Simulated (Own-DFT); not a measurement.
Simulation results for AlGa3N4 (wurtzite random alloy, strained, atoms displaced), Si3Ge (layered order of Si and Ge on the diamond lattice, atoms displaced)

Computed with Own-DFT development build. A calculation, not a measurement: plane-wave density functional theory by an unreviewed code, no spin, of a simulated periodic cell, stress positive in tension, run twice, with PBE and with PBEsol, both on files made for PBE, so the change isn't that of files made for PBEsol, forces on such cells passed a denser k mesh, this cell's mesh not checked; the far tail of each file's local potential was reset to the Coulomb form; each entry is a single point on an unrelaxed cell, so the pressure reflects the starting lattice, mostly measured values (interpolated for alloys), from which strain is counted, and rises with the displacements; printed positions are rounded, which can move forces by about a meV/angstrom; the program, named Own-DFT, is a retired in-house code; no spin-orbit coupling; stress was not checked against mesh or cutoff.

Common to all runs: functional PBE, then PBEsol; potential files PseudoDojo norm-conserving, scalar-relativistic, standard set; wave cutoff 42 hartree; occupations Fermi-Dirac; smearing width 0.1 eV.

(1) 
```xyz
72
Lattice="9.7945 0.0000 0.0000 -4.8973 8.4823 0.0000 0.0000 0.0000 10.2685" Properties=species:S:1:pos:R:3:PBE_force_x:R:1:PBE_force_y:R:1:PBE_force_z:R:1:PBEsol_force_x:R:1:PBEsol_force_y:R:1:PBEsol_force_z:R:1 formula=AlGa3N4 k_mesh=4_x_4_x_3_centred_on_Gamma PBE_pressure=-3.27 PBE_stress_xx=6.86 PBE_stress_yy=6.67 PBE_stress_zz=-3.72 PBE_stress_yz=0.34 PBE_stress_xz=-0.02 PBE_stress_xy=0.61 PBEsol_pressure=-7.71 PBEsol_stress_xx=11.27 PBEsol_stress_yy=11.05 PBEsol_stress_zz=0.81 PBEsol_stress_yz=0.33 PBEsol_stress_xz=-0.02 PBEsol_stress_xy=0.58 rms_change_of_force_components_from_PBE_to_PBEsol=0.064
Ga    -0.0723     1.8910     0.0045      1.044     -0.401      0.816      1.018     -0.369      0.819
Ga     1.6701     0.9735     2.5333     -0.856     -0.596      0.879     -0.834     -0.591      0.865
N      0.0211     1.8520     1.9859     -0.475       0.83     -0.889     -0.467       0.81     -0.885
N      1.6483     0.9700     4.5033     -0.614      0.853      0.951     -0.496      0.777      0.887
Al    -0.0066     1.9364     5.2338      0.407     -1.004     -4.028      0.405     -1.003      -4.06
Ga     1.6200     0.9731     7.7188      0.253     -0.758     -1.084      0.245     -0.741     -1.048
N      0.0511     1.9168     6.9897      -1.09      1.252      2.864     -1.065      1.109      3.007
N      1.6577     0.9817     9.6089      -0.39     -0.165      0.913     -0.373     -0.175      0.865
Ga    -1.5794     4.7881     0.0322     -0.732     -1.334     -0.557     -0.724      -1.33     -0.521
Ga     0.0006     3.7935     2.5767     -0.824     -1.057     -1.119     -0.781     -1.061     -1.082
N     -1.7461     4.6767     1.9019      1.136      1.083      1.886      1.118       0.96      1.789
N      0.0164     3.7462     4.4675     -0.879      0.281      1.542     -0.741      0.345      1.401
Al    -1.6147     4.7686     4.9982     -0.501      -0.09      0.714     -0.499     -0.094      0.708
Al    -0.1450     3.8467     7.7141      1.537     -0.364      -0.44      1.532     -0.363     -0.435
N     -1.6968     4.8089     6.9977      1.018     -1.531     -0.153      0.889     -1.434     -0.062
N     -0.0625     3.6928     9.6768      0.606      1.731     -1.461      0.566      1.678     -1.297
Ga    -3.2328     7.5285    10.1858     -0.321      1.156      1.933     -0.313      1.127      1.882
Al    -1.6214     6.5987     2.5457     -2.161     -0.217     -0.037     -2.153     -0.227     -0.071
N     -3.2589     7.6094     2.0376     -0.128     -2.246     -1.436     -0.135     -2.067     -1.468
N     -1.6699     6.6181     4.4328      1.162      -1.09      0.377      1.125     -0.918      0.479
Ga    -3.2247     7.5589     5.1189     -1.083      0.102      0.039      -1.05        0.1      0.036
Ga    -1.5559     6.5859     7.7889     -0.815      0.946     -1.802     -0.813      0.906     -1.755
N     -3.2865     7.5268     7.1242       0.76      0.233      0.127      0.741       0.24      0.118
N     -1.6303     6.6303     9.6905      1.336     -0.162      0.146      1.304     -0.172      0.122
Ga     3.3073     1.8754    10.2518     -0.363      0.028      0.358     -0.364      0.034      0.373
Al     4.8781     0.8838     2.5126      0.287      0.575       0.88      0.304      0.572      0.854
N      3.2885     1.8044     1.9711      1.097      1.273     -0.735      0.926      1.319     -0.778
N      4.8763     0.8677     4.4982      0.396      1.335     -0.843      0.397      1.295     -0.695
Ga     3.2626     1.9179     5.1592     -0.149      -1.16     -1.695     -0.156     -1.146     -1.643
Al     4.8943     0.9806     7.7602      0.209     -0.932     -0.811      0.199     -0.936     -0.815
N      3.2632     1.8368     7.0273       1.11       0.52      2.069      0.966      0.577      1.957
N      5.0127     1.0163     9.6987     -1.735     -1.497     -1.239     -1.684     -1.442     -1.078
Ga     1.7419     4.7534     0.0698     -1.185     -0.478     -1.159     -1.142     -0.475     -1.115
Ga     3.2572     3.7926     2.5142      0.713     -1.097     -0.298      0.682     -1.081     -0.268
N      1.6425     4.6610     1.9624     -0.293      1.809      0.537      -0.27       1.66      0.473
N      3.3062     3.7610     4.4122     -0.557       -0.4      1.071     -0.546     -0.386      1.056
Ga     1.6823     4.6313     5.0834     -0.397      1.258      0.105     -0.384      1.239       0.12
Ga     3.2737     3.8000     7.6931     -0.749      -0.23     -0.611     -0.727     -0.205     -0.586
N      1.6508     4.7799     7.0117     -0.908     -1.575      1.072     -0.796     -1.493      1.005
N      3.2415     3.7845     9.6187       0.77       -0.4      0.652      0.765     -0.384      0.631
Ga     0.0758     7.4862     0.0870      -0.31      0.661     -0.986     -0.312      0.636     -0.945
Al     1.6005     6.6153     2.6299      0.574      0.051     -0.583      0.551      0.043     -0.626
N     -0.1035     7.5011     2.0020      2.068      0.102      0.176      2.075      0.103      0.021
N      1.6728     6.6166     4.5068      0.358     -0.198      -0.24      0.238     -0.244     -0.124
Ga     0.0441     7.5433     5.0951     -0.542     -0.741      0.387     -0.524     -0.717      0.395
Ga     1.5963     6.6040     7.6958      2.157     -0.453     -0.107      2.104     -0.445     -0.111
N      0.1231     7.4783     7.0730     -2.597      2.277      0.318     -2.523      2.112      0.283
N      1.6745     6.5723     9.6427     -0.034      0.488      0.789     -0.052      0.476      0.764
Ga     6.5818     1.8903    10.2325     -0.371      0.957      1.384     -0.362      0.934      1.364
Ga     8.1562     0.9394     2.5927      0.496      0.499     -0.955      0.492      0.491     -0.917
N      6.5368     1.8893     1.9599     -1.088     -1.313     -0.163     -0.959     -1.211     -0.201
N      8.2313     0.9389     4.4237     -0.329      0.421      3.646     -0.422      0.474      3.454
Ga     6.5140     1.8761     5.1480      0.312     -0.664     -1.461      0.294     -0.639     -1.413
Ga     8.2039     1.0227     7.7085     -0.154     -1.419     -0.844      -0.16     -1.397     -0.804
N      6.5166     1.8367     7.0574     -0.367      0.173      0.951     -0.233      0.253      0.866
N      8.0771     0.9236     9.6617      1.673       1.58     -1.137      1.642      1.544     -1.111
Ga     4.9413     4.6287    10.2191      0.166       0.81      0.068      0.166      0.784      0.083
Ga     6.4104     3.6961     2.5522      1.284      0.492      0.271      1.258      0.472      0.255
N      4.9375     4.7506     1.9350     -1.279     -0.832     -0.592     -1.242     -1.029     -0.646
N      6.4765     3.7718     4.5249      1.388     -0.086      0.078      1.233     -0.153      0.036
Ga     4.8581     4.5989     5.1375      0.384      2.608      -0.12      0.378      2.522     -0.105
Ga     6.5076     3.7372     7.5900      0.205      0.712      1.008      0.195      0.708      0.993
N      4.8816     4.7361     7.0894       0.03     -0.757      0.107      0.023     -0.762      0.093
N      6.5882     3.7175     9.6706     -0.154      1.014     -1.164     -0.171      0.984     -1.137
Ga     3.2943     7.7084    10.2640      0.119     -3.583        1.1      0.103      -3.48      1.078
Al     4.8359     6.4808     2.5032      1.032       3.23      1.553      1.032      3.238       1.53
N      3.2576     7.5811     2.0138      -0.63     -1.738     -0.962      -0.62     -1.553     -1.022
N      4.8627     6.6973     4.5067     -0.215     -1.434     -0.633     -0.084      -1.45     -0.565
Al     3.2833     7.5906     5.1431      0.452     -0.487     -0.248       0.42     -0.477     -0.237
Ga     4.8679     6.5851     7.7926      0.509      0.456     -1.913      0.499      0.451     -1.859
N      3.3021     7.5152     7.0948     -0.531      1.062     -0.316     -0.513      1.029     -0.168
N      4.9745     6.6065     9.6647     -1.241     -0.369      1.053     -1.196     -0.351       0.99
```

Units: PBE_pressure, PBE_stress_xx, PBE_stress_yy, PBE_stress_zz, PBE_stress_yz, PBE_stress_xz, PBE_stress_xy, PBEsol_pressure, PBEsol_stress_xx, PBEsol_stress_yy, PBEsol_stress_zz, PBEsol_stress_yz, PBEsol_stress_xz, PBEsol_stress_xy in GPa; rms_change_of_force_components_from_PBE_to_PBEsol, PBE_force_x, PBE_force_y, PBE_force_z, PBEsol_force_x, PBEsol_force_y, PBEsol_force_z in eV/Å.

(2) 
```xyz
64
Lattice="10.9755 0.0000 0.0000 0.0000 10.9755 0.0000 0.0000 0.0000 10.9755" Properties=species:S:1:pos:R:3:PBE_force_x:R:1:PBE_force_y:R:1:PBE_force_z:R:1:PBEsol_force_x:R:1:PBEsol_force_y:R:1:PBEsol_force_z:R:1 formula=Si3Ge k_mesh=3_x_3_x_3_centred_on_Gamma PBE_pressure=2.44 PBE_stress_xx=-2.45 PBE_stress_yy=-2.43 PBE_stress_zz=-2.45 PBE_stress_yz=0.26 PBE_stress_xz=0.27 PBE_stress_xy=-0.05 PBEsol_pressure=0.66 PBEsol_stress_xx=-0.66 PBEsol_stress_yy=-0.64 PBEsol_stress_zz=-0.67 PBEsol_stress_yz=0.26 PBEsol_stress_xz=0.27 PBEsol_stress_xy=-0.04 rms_change_of_force_components_from_PBE_to_PBEsol=0.043
Ge    10.9724    10.9540    10.9505      0.226     -0.026     -0.398      0.217     -0.028     -0.301
Si     0.0134     2.7810     2.7234      0.038     -0.847       0.64      0.027     -0.834      0.532
Si     2.7956    10.9578     2.7165     -0.539      0.408      1.179     -0.527      0.393      1.061
Ge     2.7180     2.7879     0.0452      0.266     -0.773     -1.279      0.266     -0.754      -1.17
Ge     1.3739     1.3205     1.3659      0.025      0.457      0.682      0.022      0.449      0.587
Si     1.3741     4.1322     4.0778      0.552     -0.581      0.114      0.557      -0.58      0.096
Si     4.1220     1.4112     4.1148      -0.56      -0.64      0.606     -0.562      -0.63      0.603
Ge     4.1389     4.1263     1.3485     -0.077     -0.291      1.385     -0.079      -0.28      1.267
Si     0.0055     0.0207     5.5233      0.073     -0.135      0.135       0.07     -0.132      0.147
Si    10.9514     2.7355     8.2197      0.274      0.143       0.46      0.269      0.136      0.461
Si     2.6868     0.0725     8.2172      0.789     -0.947      0.267      0.772      -0.94      0.269
Si     2.6909     2.7455     5.5480      0.603      0.255     -1.258       0.59      0.258     -1.251
Si     1.4100     1.4040     6.8653     -1.175     -0.108       0.06     -1.167     -0.108       0.06
Si     1.3648     4.1427     9.6160     -0.052     -0.522     -0.747     -0.058     -0.515     -0.635
Si     4.1346     1.3305     9.5694     -0.251      0.841      0.092     -0.236      0.824      0.182
Si     4.1273     4.0486     6.8443     -0.339      0.312      0.553     -0.333      0.299      0.553
Ge     0.0138     5.5092    10.9586     -0.389      -0.52     -0.168     -0.371       -0.5     -0.081
Si     0.0554     8.2397     2.7424     -0.698      0.311      0.684     -0.682      0.301      0.582
Si     2.7397     5.4962     2.7377      0.425      0.119      0.415      0.421      0.123       0.31
Ge     2.7503     8.2303     0.0043      0.022      -0.19     -0.652      0.023     -0.184     -0.554
Ge     1.3536     6.8475     1.3629      0.403      0.218      0.636      0.391      0.208      0.535
Si     1.3739     9.6515     4.1667      0.301     -0.281     -0.551      0.295     -0.267      -0.55
Si     4.1452     6.8858     4.0956     -0.398     -0.702      0.255     -0.389     -0.699      0.247
Ge     4.1090     9.6003     1.3723      0.369     -0.425      0.534      0.362     -0.418      0.436
Si     0.0591     5.4142     5.4391     -0.594       0.87      0.841     -0.583      0.854      0.834
Si     0.0430     8.2706     8.2240     -0.497     -0.109      0.376     -0.494     -0.102      0.382
Si     2.7363     5.4491     8.2257       0.18      0.421     -0.136      0.181      0.415     -0.136
Si     2.7772     8.2384     5.4397     -0.312      0.059      0.696     -0.307      0.051      0.685
Si     1.3344     6.8906     6.8814      0.787     -0.537     -0.758      0.774     -0.531      -0.75
Si     1.3984     9.6038     9.6066       0.02      0.162     -0.651      0.025       0.16     -0.536
Si     4.1273     6.8470     9.6105     -0.273      0.227     -1.032     -0.267      0.223     -0.918
Si     4.1180     9.6292     6.8635     -0.478     -0.464      0.337      -0.48     -0.461      0.351
Ge     5.4959    10.9366    10.9748      0.145      0.173     -0.803      0.138      0.164     -0.702
Si     5.4784     2.6990     2.7864       0.38      0.738     -0.224      0.384       0.73     -0.323
Si     8.2239    10.9613     2.7112      0.194      0.251        1.2       0.19       0.25      1.074
Ge     8.2136     2.7265     0.0049      0.435       0.15     -0.641      0.421      0.139     -0.542
Ge     6.8794     1.3594     1.3773      -0.62     -0.016      0.555       -0.6     -0.012      0.459
Si     6.8601     4.1144     4.1111      0.023     -0.135      0.279      0.023     -0.131      0.266
Si     9.6509     1.3182     4.1038     -0.484       0.79     -0.044     -0.478      0.779     -0.057
Ge     9.5916     4.1127     1.3933     -0.058      0.343      0.155     -0.058      0.333      0.077
Si     5.4509    10.9620     5.5306       0.52      0.524     -0.541      0.512      0.518     -0.539
Si     5.5316     2.7351     8.2175     -0.334      0.132      0.519     -0.331      0.136      0.529
Si     8.2721     0.0032     8.2210     -0.615      0.334       0.05     -0.612      0.339      0.054
Si     8.2487     2.7491     5.5094      0.212     -0.053     -0.267      0.218     -0.053     -0.267
Si     6.8371     1.4078     6.8585      0.565     -0.613     -0.192      0.559     -0.611     -0.194
Si     6.9004     4.1257     9.5981     -0.441      0.109     -0.463     -0.433      0.105     -0.359
Si     9.6177     1.3367     9.6244     -0.185      0.485     -0.779     -0.177      0.475     -0.664
Si     9.6213     4.1575     6.9006     -0.059     -0.404     -0.641     -0.057      -0.39     -0.632
Ge     5.4566     5.5010    10.9718      0.897     -0.079     -0.627       0.87     -0.085     -0.528
Si     5.4768     8.1948     2.7392      0.496      0.906      0.665      0.502      0.902      0.554
Si     8.2573     5.5092     2.8023     -0.616     -0.321     -0.357     -0.615     -0.322     -0.452
Ge     8.1847     8.2438    10.9705      0.704      0.142     -0.741      0.682      0.132     -0.643
Ge     6.8604     6.8817     1.3754      0.051     -0.632      0.692      0.053      -0.61      0.592
Si     6.8996     9.6322     4.1528     -0.638     -0.376     -0.297     -0.632     -0.367       -0.3
Si     9.6372     6.7919     4.0971      0.322      0.956      0.572       0.33      0.953      0.564
Ge     9.5865     9.6518     1.3677      0.241     -1.012      0.506      0.242     -0.983      0.412
Si     5.4299     5.4289     5.5052      0.445      0.474     -0.448      0.435      0.466     -0.445
Si     5.5295     8.1981     8.1964     -0.767      0.421      0.345     -0.763      0.414      0.349
Si     8.2445     5.5087     8.2261      0.087      0.374      0.237      0.083       0.38      0.242
Si     8.2094     8.1971     5.4992      0.645      0.053      -0.14      0.642      0.046     -0.139
Si     6.8191     6.8476     6.8443      0.311     -0.532      -0.19      0.306     -0.535     -0.195
Si     6.8650     9.5974     9.5413       0.05      0.047     -0.255       0.05      0.049     -0.154
Si     9.6589     6.8751     9.6294     -0.675      0.419     -0.908     -0.659      0.409     -0.799
Si     9.6045     9.6138     6.8951      0.048     -0.352     -0.537      0.045     -0.354     -0.535
```

Units: PBE_pressure, PBE_stress_xx, PBE_stress_yy, PBE_stress_zz, PBE_stress_yz, PBE_stress_xz, PBE_stress_xy, PBEsol_pressure, PBEsol_stress_xx, PBEsol_stress_yy, PBEsol_stress_zz, PBEsol_stress_yz, PBEsol_stress_xz, PBEsol_stress_xy in GPa; rms_change_of_force_components_from_PBE_to_PBEsol, PBE_force_x, PBE_force_y, PBE_force_z, PBEsol_force_x, PBEsol_force_y, PBEsol_force_z in eV/Å.
